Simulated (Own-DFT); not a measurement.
## Calculated data, Al$_{3}$GaN$_{4}$ (wurtzite random alloy, strained, atoms displaced)

Computed with Own-DFT development build. A calculation, not a measurement: plane-wave PBE density functional theory by an unreviewed code, no spin, of a simulated periodic cell, stress positive in tension, free energy of the whole cell less one offset for each atom, forces on such cells passed a denser k mesh, this cell's mesh not checked; offsets are fitted by least squares, one for each functional and potential file, so energies compare only between cells with the same atoms and settings and are not formation energies; the far tail of each file's local potential was reset to the Coulomb form; each entry is a single point on an unrelaxed cell, so the pressure reflects the starting lattice, mostly measured values, from which strain is counted, and rises with the displacements; printed positions are rounded, which can move forces by about a meV/angstrom; the program is a retired in-house code; no spin-orbit coupling.

Common to all runs: functional PBE; potential files PseudoDojo norm-conserving, scalar-relativistic, standard set; wave cutoff 42 hartree; occupations Fermi-Dirac; smearing width 0.1 eV; k mesh 4 x 4 x 3 centred on Gamma.

(1) Al$_{3}$GaN$_{4}$ (wurtzite random alloy, strained, atoms displaced)

```
Al3GaN4
1.0
      9.5112     0.0000     0.0000
     -4.7556     8.2369     0.0000
      0.0000     0.0000    10.0655
Ga Al N Al N Ga Al N Al N Al N Al N Al Ga N Al N Al N Al N Ga N Al N Al Ga N Al N Al Ga N Al Ga N Al N Ga Al N
1 1 2 2 2 1 1 2 2 2 2 2 2 2 1 1 2 2 2 2 2 2 2 2 2 2 2 1 1 2 2 2 1 1 2 1 1 2 2 2 1 1 2
Direct
  0.11036 0.21497 0.00034
  0.21801 0.10373 0.25482
  0.10551 0.21580 0.18791
  0.21832 0.10954 0.44833
  0.10804 0.22192 0.49841
  0.22399 0.11305 0.74893
  0.11058 0.22884 0.69429
  0.22358 0.12081 0.94305
  0.10606 0.55897 0.00175
  0.21310 0.43732 0.25498
  0.10938 0.55399 0.19438
  0.22982 0.43844 0.43734
  0.11281 0.55406 0.49434
  0.21582 0.43570 0.74528
  0.11335 0.56622 0.68508
  0.22538 0.45592 0.94167
  0.11627 0.88366 0.01039
  0.22313 0.77585 0.25192
  0.12201 0.89000 0.18328
  0.22379 0.78815 0.43959
  0.10949 0.87738 0.50473
  0.22471 0.77774 0.75617
  0.10407 0.88032 0.69036
  0.21710 0.78748 0.93927
  0.43743 0.21610 0.99795
  0.55004 0.11774 0.24712
  0.44401 0.22459 0.18492
  0.55354 0.10414 0.43945
  0.44199 0.21960 0.50179
  0.56268 0.11360 0.74275
  0.43294 0.21371 0.68339
  0.54532 0.10346 0.93691
  0.44616 0.55521 0.99983
  0.56746 0.44367 0.24544
  0.44456 0.54739 0.19597
  0.54578 0.43692 0.44801
  0.44294 0.55187 0.49702
  0.55364 0.44818 0.75323
  0.43883 0.54982 0.68852
  0.55337 0.43871 0.93719
  0.44578 0.88612 0.99662
  0.55701 0.77586 0.25014
  0.44543 0.90256 0.19444
  0.56211 0.78131 0.44460
  0.43812 0.88566 0.50164
  0.55747 0.78201 0.74720
  0.43025 0.88552 0.68493
  0.54548 0.76874 0.94001
  0.78507 0.22432 0.00091
  0.89887 0.11102 0.24701
  0.76814 0.21959 0.18805
  0.87975 0.11058 0.44104
  0.76448 0.20913 0.50610
  0.87595 0.10472 0.74934
  0.77146 0.21886 0.68923
  0.88158 0.10114 0.94016
  0.76737 0.55909 0.00609
  0.89697 0.44591 0.23907
  0.76824 0.54720 0.19323
  0.88390 0.44662 0.43999
  0.78466 0.55367 0.49786
  0.88430 0.43822 0.75531
  0.78550 0.56576 0.69097
  0.88846 0.44004 0.93374
  0.77692 0.88465 0.99931
  0.88629 0.77625 0.25484
  0.76834 0.88508 0.19088
  0.87693 0.77556 0.44765
  0.78022 0.89168 0.50099
  0.88691 0.78492 0.75230
  0.77570 0.89230 0.68659
  0.89461 0.78177 0.94019
```

| Property | Result |
| --- | --- |
| free energy of cell above offsets | -16.985 eV |
| pressure | 1.59 GPa |
| stress xx | -0.49 GPa |
| stress yy | 0.97 GPa |
| stress zz | -5.27 GPa |
| stress yz | -0.24 GPa |
| stress xz | 1.36 GPa |
| stress xy | -0.55 GPa |

Force:
```
element  x (eV/Å)  y (eV/Å)  z (eV/Å)
     Ga    -1.576      1.77    -0.802
     Al     0.561     1.033    -0.075
      N     2.079     1.242     1.218
      N    -0.159    -0.877    -1.209
     Al     0.012    -0.509     0.855
     Al    -0.779    -0.949    -0.022
      N    -0.519    -2.443    -0.897
      N     1.738    -2.386    -1.159
     Ga      0.96     0.153    -0.968
     Al     1.706     0.291    -1.411
      N     1.994     1.303     0.138
      N    -2.235     0.416     0.417
     Al    -0.578     0.138     0.769
     Al    -0.352      2.77     1.007
      N     1.033    -1.495      0.09
      N     0.504    -1.076    -0.485
     Al    -2.072     1.667    -3.077
     Al     0.494     0.924    -0.134
      N    -1.635    -0.676      3.48
      N     0.852    -2.181    -0.764
     Al    -1.812     1.444     0.382
     Al    -1.545     -0.15    -1.123
      N     0.065     1.269     0.722
      N     1.477    -1.305     0.055
     Al     0.772       0.4    -0.245
     Ga     0.947    -0.136     0.811
      N    -1.664     0.383     0.378
      N    -0.953     0.502     1.267
     Al     0.026    -0.108    -0.708
     Al    -2.988    -1.218     1.068
      N     1.531     1.131     1.755
      N     1.063     1.891    -0.717
     Al    -0.723    -0.942     0.434
     Al    -3.692    -1.602     2.232
      N    -0.574    -0.214    -0.982
      N     1.791     0.556    -1.468
     Al     0.884     0.718     0.517
     Al     0.647    -0.465    -1.861
      N     0.026     0.882     0.315
      N    -0.266     0.578      0.99
     Ga    -0.903     0.368     1.033
     Ga    -1.746     -0.19     0.704
      N      0.09    -3.165    -0.633
      N    -2.149    -1.289     0.228
     Al     0.874     0.206    -0.894
     Al    -1.105    -1.326    -0.407
      N     2.247     0.742     1.114
      N     2.087     0.556     -0.74
     Al    -1.328    -1.028    -0.323
     Ga    -3.352     -0.93     0.816
      N     1.904     0.618     -0.83
      N     1.281      1.37     0.317
     Al     0.252     1.589    -1.896
     Al     1.461     1.064     0.262
      N     0.977    -0.489     0.019
      N    -0.577     0.408    -0.366
     Al       1.3    -0.368    -1.583
     Ga    -2.246    -1.661     2.036
      N     1.982     2.776    -1.162
      N     2.045    -1.092    -0.105
     Al    -2.445     0.084     1.253
     Ga     0.074     1.887    -2.731
      N    -1.319    -0.937     0.081
      N    -1.292    -0.004     3.607
     Al     -0.52    -0.109     0.203
     Al    -0.176      0.06    -0.222
      N     2.836     0.144     -1.04
      N     3.148    -0.641    -1.927
     Ga     -0.79     0.149     -0.44
     Al     1.122    -0.757    -0.575
      N    -0.133    -0.239     2.312
      N    -0.641    -0.522     1.097
```

(2) Al$_{3}$GaN$_{4}$ (wurtzite random alloy, strained, atoms displaced)

```
Al3GaN4
1.0
      9.5112     0.0000     0.0000
     -4.7556     8.2369     0.0000
      0.0000     0.0000    10.0655
Al N Ga Al N Al Ga N Al N Ga N Al N Al N Al N Ga Al N Ga N Ga Al N Al N Al Ga N Al N Al N Al N Al N Al N
2 2 1 1 2 1 1 2 2 2 2 2 2 2 2 2 2 2 1 1 2 2 2 1 1 2 2 2 1 1 2 2 2 2 2 2 2 2 2 2 2
Direct
  0.11253 0.22675 0.99639
  0.22986 0.11045 0.25267
  0.11134 0.22109 0.19492
  0.21830 0.10846 0.43384
  0.10308 0.22074 0.50023
  0.22498 0.11516 0.75834
  0.11568 0.21809 0.69286
  0.21751 0.09962 0.94104
  0.10607 0.54683 0.00195
  0.21860 0.44099 0.25127
  0.11605 0.55194 0.19231
  0.22368 0.44541 0.43951
  0.11055 0.55872 0.49426
  0.21247 0.43711 0.74992
  0.10204 0.54712 0.69058
  0.21803 0.43935 0.93973
  0.11653 0.88979 0.00537
  0.22353 0.77556 0.25586
  0.12058 0.89739 0.17965
  0.21709 0.77556 0.43785
  0.10556 0.88197 0.50271
  0.22202 0.77177 0.74859
  0.11958 0.89455 0.68803
  0.23534 0.78661 0.93365
  0.43697 0.22272 0.00431
  0.54592 0.11816 0.24627
  0.44098 0.22046 0.19619
  0.54203 0.10610 0.43851
  0.43641 0.22708 0.49659
  0.54951 0.10566 0.75784
  0.44309 0.21334 0.69324
  0.56830 0.11805 0.94280
  0.44857 0.56444 0.99268
  0.56754 0.45164 0.25190
  0.43571 0.54411 0.18528
  0.54794 0.43805 0.43717
  0.44120 0.55597 0.49172
  0.55073 0.43980 0.75772
  0.45247 0.55971 0.70107
  0.55619 0.44465 0.94306
  0.44704 0.89825 0.99873
  0.55681 0.77101 0.24364
  0.45323 0.90796 0.18433
  0.55654 0.76446 0.43047
  0.43928 0.88224 0.50006
  0.55184 0.77776 0.74959
  0.44544 0.89036 0.68728
  0.55584 0.78429 0.93872
  0.77811 0.22318 0.99639
  0.88902 0.11678 0.25427
  0.78487 0.23353 0.19413
  0.88491 0.10742 0.43668
  0.78425 0.22311 0.50442
  0.89322 0.11326 0.75249
  0.79116 0.23275 0.69264
  0.88551 0.10844 0.93866
  0.77650 0.56723 0.99986
  0.89053 0.44146 0.24620
  0.77943 0.55946 0.19394
  0.88718 0.44545 0.44079
  0.78144 0.56731 0.50873
  0.88303 0.44772 0.75009
  0.78047 0.55508 0.69069
  0.88624 0.44272 0.94012
  0.77281 0.88210 0.00350
  0.87957 0.76267 0.24567
  0.77550 0.89554 0.18546
  0.87530 0.78282 0.43502
  0.78090 0.89492 0.49243
  0.88453 0.77564 0.75098
  0.79709 0.90241 0.68587
  0.88162 0.77578 0.92944
```

| Property | Result |
| --- | --- |
| free energy of cell above offsets | -17.084 eV |
| pressure | 1.74 GPa |
| stress xx | 2.48 GPa |
| stress yy | -0.94 GPa |
| stress zz | -6.76 GPa |
| stress yz | 0.07 GPa |
| stress xz | -0.44 GPa |
| stress xy | 0.57 GPa |

Force:
```
element  x (eV/Å)  y (eV/Å)  z (eV/Å)
     Al    -0.243    -1.662     1.187
     Al    -2.019      0.03    -0.666
      N     0.875    -0.735    -1.479
      N     0.129    -0.623     1.366
     Ga     1.374    -0.202    -0.081
     Al     0.566    -1.219    -1.598
      N    -0.631     0.695     0.607
      N    -0.271     3.178     0.117
     Al     0.194     1.156    -0.631
     Ga     1.019     -0.63    -0.358
      N    -2.143     0.598    -1.011
      N    -1.819     0.061     1.008
     Al     -0.17    -1.157     0.914
     Al     0.723     0.813     -0.22
      N     0.713     1.048    -0.477
      N    -0.446      0.41    -0.482
     Ga    -0.227    -1.514    -3.212
     Ga      0.33     0.934    -2.501
      N    -1.168    -1.369     4.549
      N     0.206    -0.031     2.124
     Al    -0.558     1.416    -0.507
     Al    -0.522     0.476    -0.394
      N    -0.527    -1.123     0.569
      N    -1.396    -2.377     0.205
     Al     1.031    -0.082    -0.126
     Al     2.822    -0.433     1.417
      N    -0.326     1.943    -1.569
      N     1.073     0.298      0.38
     Al     1.132    -1.586     0.744
     Al     0.996     0.823    -1.415
      N    -0.661     0.537    -0.252
      N    -2.214      0.68    -0.438
     Ga    -0.678    -1.001     0.506
     Al    -1.961    -1.367    -0.218
      N      1.76     1.745     0.658
      N     1.356     1.073     0.418
     Ga     1.006    -0.976     1.882
     Ga      0.72    -0.313    -1.533
      N    -1.985    -0.261     -1.08
      N     0.462    -0.485     1.532
     Ga     0.539     -0.33     0.135
     Al    -1.135     0.761    -0.426
      N     0.649    -2.143     1.853
      N     -1.16     3.112     0.408
     Al      0.43     1.154    -0.874
     Al     1.085     0.851    -0.281
      N      0.29    -0.721     0.291
      N     0.993     0.231    -0.541
     Al     1.099     0.347     0.953
     Ga     0.202    -0.242    -1.934
      N    -1.481    -1.219    -1.357
      N    -1.009     0.539     1.836
     Al    -1.856     0.019    -0.522
     Al    -0.213     0.146    -0.186
      N    -0.858    -1.491    -0.001
      N     0.512       0.2     0.681
     Al      1.13    -1.601    -0.312
     Al    -0.109      1.15     1.091
      N     0.686    -1.511    -1.543
      N    -0.019     0.468    -0.217
     Al    -0.348    -1.481    -1.747
     Al      1.25    -0.526     0.257
      N    -0.699     0.873     0.279
      N    -0.409     1.081     0.518
     Al    -0.013     1.584    -1.423
     Al      0.04     4.242     0.757
      N     0.947    -2.026     0.618
      N     2.923    -1.206    -0.019
     Al     -1.08    -0.611     1.299
     Al     0.825     0.972    -1.651
      N    -1.713    -1.443    -0.279
      N    -0.018     0.051     2.398
```
